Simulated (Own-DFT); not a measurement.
# Computed records: SiGe (diamond-structure random alloy, atoms displaced)

Computed with Own-DFT development build. A calculation, not a measurement: plane-wave density functional theory by an unreviewed code, no spin, of a simulated periodic cell, stress positive in tension, run twice, with PBE and with PBEsol, both on files made for PBE, so the change isn't that of files made for PBEsol, forces on such cells passed a denser k mesh, this cell's mesh not checked; the far tail of each file's local potential was reset to the Coulomb form; each entry is a single point on an unrelaxed cell, so the pressure reflects the starting lattice, mostly measured values (interpolated for alloys), from which strain is counted, and rises with the displacements; printed positions are rounded, which can move forces by about a meV/angstrom; the program, named Own-DFT, is a retired in-house code; no spin-orbit coupling; stress was not checked against mesh or cutoff.

Common to all runs: functional PBE, then PBEsol; potential files PseudoDojo norm-conserving, scalar-relativistic, standard set; wave cutoff 42 hartree; occupations Fermi-Dirac; smearing width 0.1 eV; k mesh 3 x 3 x 3 centred on Gamma.

(1) SiGe (diamond-structure random alloy, atoms displaced)

```
cell vectors (Å)
  11.0890     0.0000     0.0000
   0.0000    11.0890     0.0000
   0.0000     0.0000    11.0890
atoms (fractions of the cell vectors)
Ge  0.99580  0.99622  0.00843
Si  0.99830  0.25079  0.24259
Ge  0.24547  0.99187  0.24774
Ge  0.25034  0.23580  0.00175
Ge  0.13191  0.11883  0.12284
Si  0.13729  0.37950  0.38159
Ge  0.37498  0.11740  0.37636
Si  0.38220  0.37807  0.12760
Si  0.99637  0.99381  0.49792
Ge  0.99730  0.24907  0.75332
Ge  0.25456  0.00101  0.75321
Ge  0.24692  0.24959  0.49318
Si  0.12002  0.13286  0.62915
Si  0.12005  0.36858  0.87676
Si  0.37740  0.13015  0.86980
Ge  0.37783  0.37324  0.62968
Si  0.00059  0.49801  0.00456
Ge  0.99874  0.75201  0.24995
Ge  0.24183  0.50222  0.24516
Ge  0.26120  0.75608  0.00420
Si  0.12057  0.62530  0.12938
Ge  0.12823  0.86543  0.37819
Si  0.37020  0.62534  0.37804
Si  0.37288  0.86955  0.12392
Si  0.00059  0.49357  0.49576
Si  0.99897  0.74876  0.74851
Si  0.25376  0.50234  0.75101
Ge  0.25854  0.75269  0.48709
Si  0.12590  0.61549  0.62645
Si  0.12287  0.87645  0.87027
Ge  0.37252  0.62134  0.86916
Ge  0.37288  0.87513  0.62670
Ge  0.49417  0.99483  0.99628
Si  0.49695  0.25484  0.24364
Si  0.74679  0.00110  0.23861
Si  0.74697  0.24284  0.99795
Si  0.62492  0.12289  0.11905
Ge  0.61892  0.37212  0.37189
Ge  0.87236  0.12870  0.36521
Ge  0.87589  0.37315  0.12540
Ge  0.49916  0.99885  0.50292
Si  0.50373  0.25241  0.74992
Ge  0.74949  0.99274  0.74673
Si  0.74467  0.25849  0.50093
Ge  0.62705  0.13095  0.62768
Ge  0.62675  0.37421  0.87665
Si  0.86766  0.12698  0.87106
Ge  0.87358  0.38049  0.62802
Si  0.49682  0.49949  0.99536
Si  0.50599  0.74638  0.23593
Ge  0.74936  0.51402  0.23950
Si  0.75106  0.75000  0.98563
Si  0.61731  0.63081  0.12884
Ge  0.63016  0.86981  0.36707
Si  0.88012  0.62935  0.37195
Ge  0.86651  0.87194  0.12319
Ge  0.49031  0.49678  0.49968
Si  0.49958  0.74579  0.74686
Si  0.74706  0.50849  0.75043
Ge  0.74793  0.74616  0.50675
Si  0.62388  0.62186  0.63361
Si  0.61993  0.86965  0.86248
Ge  0.87140  0.61988  0.87115
Ge  0.87387  0.87538  0.62571
```

Results for SiGe (diamond-structure random alloy, atoms displaced): PBE pressure 3.3 GPa; PBE stress xx -3.33 GPa; PBE stress yy -3.34 GPa; PBE stress zz -3.22 GPa; PBE stress yz 0.11 GPa; PBE stress xz -0.12 GPa; PBE stress xy 0.69 GPa; PBEsol pressure 1.01 GPa; PBEsol stress xx -1.05 GPa; PBEsol stress yy -1.05 GPa; PBEsol stress zz -0.94 GPa; PBEsol stress yz 0.1 GPa; PBEsol stress xz -0.11 GPa; PBEsol stress xy 0.7 GPa; rms change of force components from PBE to PBEsol 0.052 eV/Å.

Force:
```tsv
force element	PBE force x (eV/Å)	PBE force y (eV/Å)	PBE force z (eV/Å)	PBEsol force x (eV/Å)	PBEsol force y (eV/Å)	PBEsol force z (eV/Å)
Ge	0.133	0.469	-1.846	0.136	0.454	-1.724
Si	1.642	0.16	1.164	1.579	0.129	1.111
Ge	0.873	-0.172	0.481	0.805	-0.133	0.497
Ge	0.942	2.3	-0.716	0.864	2.18	-0.65
Ge	-1.725	0.154	0.869	-1.64	0.112	0.808
Si	-2.226	-0.235	-1.444	-2.093	-0.247	-1.433
Ge	0.038	0.752	-1.092	0.006	0.7	-1.013
Si	-1.218	0.04	-0.973	-1.291	0.061	-0.956
Si	0.591	1.262	0.072	0.549	1.2	0.038
Ge	-0.429	0.166	0.012	-0.453	0.199	-0.024
Ge	-1.136	0.707	-0.258	-1.066	0.651	-0.294
Ge	0.51	-0.642	1.477	0.575	-0.64	1.442
Si	0.315	-1.488	-1.088	0.338	-1.421	-1.033
Si	1.019	1.054	0.493	0.996	0.951	0.472
Si	0.547	-0.398	0.15	0.487	-0.442	0.196
Ge	-0.929	-0.372	0.082	-0.886	-0.346	-0.002
Si	0.309	0.067	-0.703	0.217	0.062	-0.687
Ge	-0.123	-0.233	-0.24	-0.11	-0.154	-0.232
Ge	1.302	-0.215	0.571	1.269	-0.206	0.566
Ge	-2.463	-1.394	-1.348	-2.38	-1.4	-1.358
Si	0.052	0.498	-1.399	0.092	0.535	-1.316
Ge	-1.392	1.575	-0.411	-1.303	1.493	-0.441
Si	1.379	-0.454	-2.119	1.321	-0.474	-2.045
Si	1.379	1.009	1.123	1.304	1.036	1.059
Si	0.248	0.858	0.042	0.192	0.804	0.081
Si	0.735	-0.376	-0.091	0.631	-0.372	-0.097
Si	-1.507	-1.404	-0.134	-1.385	-1.384	-0.118
Ge	-0.586	-1.012	2.653	-0.6	-0.891	2.578
Si	-0.187	0.899	-0.64	-0.163	0.919	-0.668
Si	-0.054	-0.382	0.789	-0.008	-0.327	0.817
Ge	0.679	0.654	0.791	0.644	0.679	0.811
Ge	0.406	-0.553	-0.098	0.365	-0.49	-0.138
Ge	0.488	0.282	-0.305	0.47	0.277	-0.303
Si	0.428	-1.508	0.33	0.44	-1.499	0.418
Si	-0.157	0.302	0.834	-0.098	0.244	0.867
Si	0.401	0.469	0.129	0.391	0.558	0.126
Si	-0.793	0.218	0.217	-0.84	0.175	0.178
Ge	0.555	0.825	-0.343	0.522	0.863	-0.314
Ge	-0.165	-0.386	0.801	-0.163	-0.381	0.773
Ge	-0.69	0.062	-0.737	-0.709	0.1	-0.689
Ge	0.997	-0.229	-0.218	0.944	-0.217	-0.211
Si	-0.264	-0.185	0.457	-0.208	-0.134	0.398
Ge	-0.402	1.104	0.725	-0.381	1.07	0.622
Si	0.708	-0.556	-0.281	0.692	-0.544	-0.273
Ge	0.014	-0.318	-0.487	0.013	-0.385	-0.473
Ge	0.09	0.294	-0.032	0.087	0.289	-0.038
Si	0.367	-0.885	0.794	0.408	-0.911	0.721
Ge	-0.369	-0.007	-0.428	-0.329	-0.045	-0.375
Si	0.441	0.231	0.846	0.438	0.238	0.734
Si	-2.163	1.093	2.466	-2.124	1.14	2.509
Ge	0.156	-0.976	1.323	0.167	-1.014	1.282
Si	-1.328	-0.048	1.012	-1.218	-0.064	0.993
Si	1.278	-1.034	-3.367	1.343	-1.093	-3.304
Ge	-0.533	0.415	0.099	-0.511	0.398	0.167
Si	-0.475	-0.842	0.91	-0.502	-0.779	0.85
Ge	-0.173	-0.431	-0.222	-0.08	-0.409	-0.212
Ge	1.085	0.849	0.059	1.051	0.744	0.069
Si	-0.21	0	-0.119	-0.318	-0.003	-0.12
Si	-0.173	-1.408	-0.102	-0.103	-1.437	-0.039
Ge	0.196	-0.57	-0.655	0.2	-0.476	-0.64
Si	-0.759	0.072	-1.233	-0.753	0.077	-1.31
Si	0.157	0.037	1.105	0.166	0.135	1.089
Ge	1.305	0.417	0.645	1.272	0.409	0.628
Ge	0.862	-0.577	-0.395	0.744	-0.563	-0.374
```

(2) SiGe (diamond-structure random alloy, atoms displaced)

```
cell vectors (Å)
  11.0890     0.0000     0.0000
   0.0000    11.0890     0.0000
   0.0000     0.0000    11.0890
atoms (fractions of the cell vectors)
Si  0.99952  0.00011  0.00132
Si  0.00186  0.25273  0.25747
Si  0.25043  0.00132  0.24633
Ge  0.24761  0.25605  0.99399
Si  0.13089  0.12337  0.12290
Si  0.12399  0.38037  0.37592
Ge  0.36864  0.12611  0.37566
Si  0.37590  0.37226  0.12900
Ge  0.00681  0.99751  0.50100
Si  0.00402  0.26507  0.74455
Ge  0.24500  0.00980  0.74995
Si  0.25387  0.26020  0.50482
Si  0.14168  0.12337  0.62282
Si  0.12220  0.37842  0.88322
Ge  0.38099  0.13142  0.87673
Si  0.37645  0.36938  0.61809
Si  0.00574  0.49527  0.99683
Si  0.00724  0.76035  0.24566
Si  0.24759  0.50029  0.25315
Si  0.24608  0.75475  0.99316
Ge  0.11398  0.62251  0.12441
Ge  0.12327  0.87424  0.37834
Ge  0.37509  0.63082  0.37309
Ge  0.37641  0.87457  0.11845
Ge  0.00560  0.48991  0.50681
Ge  0.00204  0.75498  0.75945
Si  0.25406  0.49527  0.75388
Ge  0.24991  0.75753  0.49560
Si  0.12439  0.63149  0.62333
Ge  0.13163  0.88022  0.87603
Si  0.37195  0.62721  0.87094
Ge  0.37307  0.87549  0.62769
Si  0.50280  0.00566  0.99449
Si  0.50038  0.25900  0.24200
Ge  0.74284  0.98885  0.24821
Si  0.74755  0.25134  0.00892
Ge  0.62664  0.13573  0.12027
Ge  0.62620  0.37370  0.38351
Ge  0.87614  0.11949  0.37268
Ge  0.87774  0.37636  0.12444
Ge  0.50197  0.98340  0.49583
Ge  0.50867  0.25092  0.75331
Ge  0.75534  0.99349  0.75333
Ge  0.74522  0.25174  0.50169
Si  0.62964  0.13336  0.61792
Si  0.62128  0.37426  0.88210
Si  0.87353  0.11520  0.87801
Ge  0.87326  0.36909  0.62755
Si  0.49784  0.49941  0.00040
Si  0.49509  0.74538  0.24483
Si  0.74963  0.50065  0.24499
Ge  0.74830  0.75093  0.00037
Ge  0.62205  0.63395  0.13574
Ge  0.62996  0.87688  0.37131
Si  0.87778  0.61439  0.37608
Si  0.87994  0.87434  0.12668
Ge  0.49854  0.49852  0.51322
Si  0.49994  0.75573  0.75111
Ge  0.74434  0.50057  0.76295
Si  0.73916  0.76358  0.49054
Ge  0.62487  0.62471  0.62706
Si  0.62580  0.87631  0.87810
Ge  0.86841  0.62117  0.86572
Ge  0.87552  0.87856  0.62691
```

The calculation gives: PBE pressure 3.58 GPa; PBE stress xx -3.72 GPa; PBE stress yy -3.4 GPa; PBE stress zz -3.62 GPa; PBE stress yz 0.4 GPa; PBE stress xz -0.19 GPa; PBE stress xy 0.06 GPa; PBEsol pressure 1.28 GPa; PBEsol stress xx -1.41 GPa; PBEsol stress yy -1.12 GPa; PBEsol stress zz -1.31 GPa; PBEsol stress yz 0.39 GPa; PBEsol stress xz -0.21 GPa; PBEsol stress xy 0.08 GPa; rms change of force components from PBE to PBEsol 0.054 eV/Å.

Force:
```tsv
force element	PBE force x (eV/Å)	PBE force y (eV/Å)	PBE force z (eV/Å)	PBEsol force x (eV/Å)	PBEsol force y (eV/Å)	PBEsol force z (eV/Å)
Si	0.205	0.291	0.472	0.252	0.244	0.42
Si	0.474	-0.503	-0.873	0.383	-0.504	-0.866
Si	-0.226	-0.241	0.16	-0.17	-0.283	0.213
Ge	0.427	-0.534	1.299	0.463	-0.564	1.23
Si	-0.95	0.413	0.266	-0.899	0.456	0.215
Si	0.768	-0.949	-0.085	0.702	-0.888	-0.024
Ge	0.918	0.317	-0.387	0.921	0.273	-0.354
Si	-0.757	1.33	-0.72	-0.802	1.279	-0.764
Ge	-0.341	1.195	0.729	-0.363	1.107	0.671
Si	0.738	-2.711	1.355	0.675	-2.63	1.278
Ge	1.747	-0.668	0.676	1.741	-0.713	0.707
Si	-0.999	-1.125	-1.307	-0.965	-1.155	-1.352
Si	-2.224	2.113	-0.795	-2.187	1.986	-0.767
Si	0.501	0.051	-2.012	0.56	-0.014	-1.947
Ge	-0.526	-0.465	-0.254	-0.55	-0.405	-0.283
Si	0.055	0.58	2.413	0.166	0.594	2.39
Si	-1.728	0.907	0.112	-1.759	0.956	0.183
Si	-1.426	-1.559	0.863	-1.312	-1.547	0.876
Si	0.253	-0.031	-0.52	0.253	0.057	-0.517
Si	0.684	-1.489	0.743	0.63	-1.413	0.761
Ge	1.43	0.568	-0.128	1.393	0.561	-0.126
Ge	0.592	0.687	-1.663	0.589	0.675	-1.53
Ge	-0.039	-1.075	0.3	-0.05	-1.032	0.362
Ge	-0.063	0.345	0.08	-0.064	0.334	0.082
Ge	-0.546	1.552	-0.059	-0.582	1.476	-0.018
Ge	-0.05	-0.613	-1.307	-0.084	-0.556	-1.25
Si	-0.562	0.382	-0.828	-0.559	0.362	-0.827
Ge	0.057	-1.146	0.92	0.081	-1.065	0.858
Si	0.532	-0.785	0.794	0.49	-0.738	0.75
Ge	-0.964	0.48	0.426	-0.947	0.472	0.336
Si	0.5	0.014	0.397	0.498	0.022	0.393
Ge	-0.061	0.005	0.575	-0.089	0.036	0.496
Si	0.301	-0.435	0.55	0.251	-0.373	0.584
Si	0.04	-1.049	1.631	0.111	-1.091	1.659
Ge	1.634	2.048	-1.579	1.545	2.009	-1.475
Si	1.442	0.307	-2.13	1.424	0.293	-2.011
Ge	-1.062	-1.516	0.996	-1.019	-1.512	1.005
Ge	-0.703	1.112	-1.849	-0.673	1.07	-1.722
Ge	-0.242	0.357	0.123	-0.265	0.307	0.155
Ge	0.156	-0.152	0.21	0.146	-0.148	0.206
Ge	-0.308	2.709	0.682	-0.321	2.6	0.635
Ge	-0.266	0.227	-1.246	-0.302	0.188	-1.181
Ge	-1.37	1.359	-0.227	-1.283	1.279	-0.273
Ge	1.615	-0.764	-0.593	1.601	-0.674	-0.613
Si	-0.908	-2.32	1.302	-0.891	-2.275	1.278
Si	0.372	0.07	0.772	0.368	0.054	0.674
Si	0.559	2.01	0.097	0.498	1.946	0.036
Ge	-0.774	1.072	0.229	-0.785	1.08	0.166
Si	-0.415	0.612	0.39	-0.379	0.652	0.421
Si	-0.151	1.652	0.967	-0.143	1.624	0.946
Si	0.174	0.059	1.131	0.129	0.021	1.061
Ge	0.49	0.119	0.293	0.472	0.05	0.289
Ge	0.515	-1.761	-1.544	0.546	-1.692	-1.547
Ge	-2.436	-1.291	-1.001	-2.39	-1.158	-0.994
Si	-0.262	1.564	-0.367	-0.209	1.505	-0.316
Si	-0.188	0.093	-0.57	-0.282	0.091	-0.561
Ge	-0.246	0.451	-1.51	-0.174	0.477	-1.493
Si	0.028	-0.67	0.6	0.024	-0.657	0.504
Ge	-0.689	-1.483	-1.865	-0.621	-1.378	-1.852
Si	2.598	-2.887	1.674	2.52	-2.793	1.663
Ge	0.318	1.405	0.196	0.293	1.291	0.189
Si	-0.602	0.072	-0.382	-0.493	0.061	-0.38
Ge	1.845	0.824	2.217	1.753	0.822	2.121
Ge	0.115	-1.128	-0.839	0.136	-1.05	-0.767
```
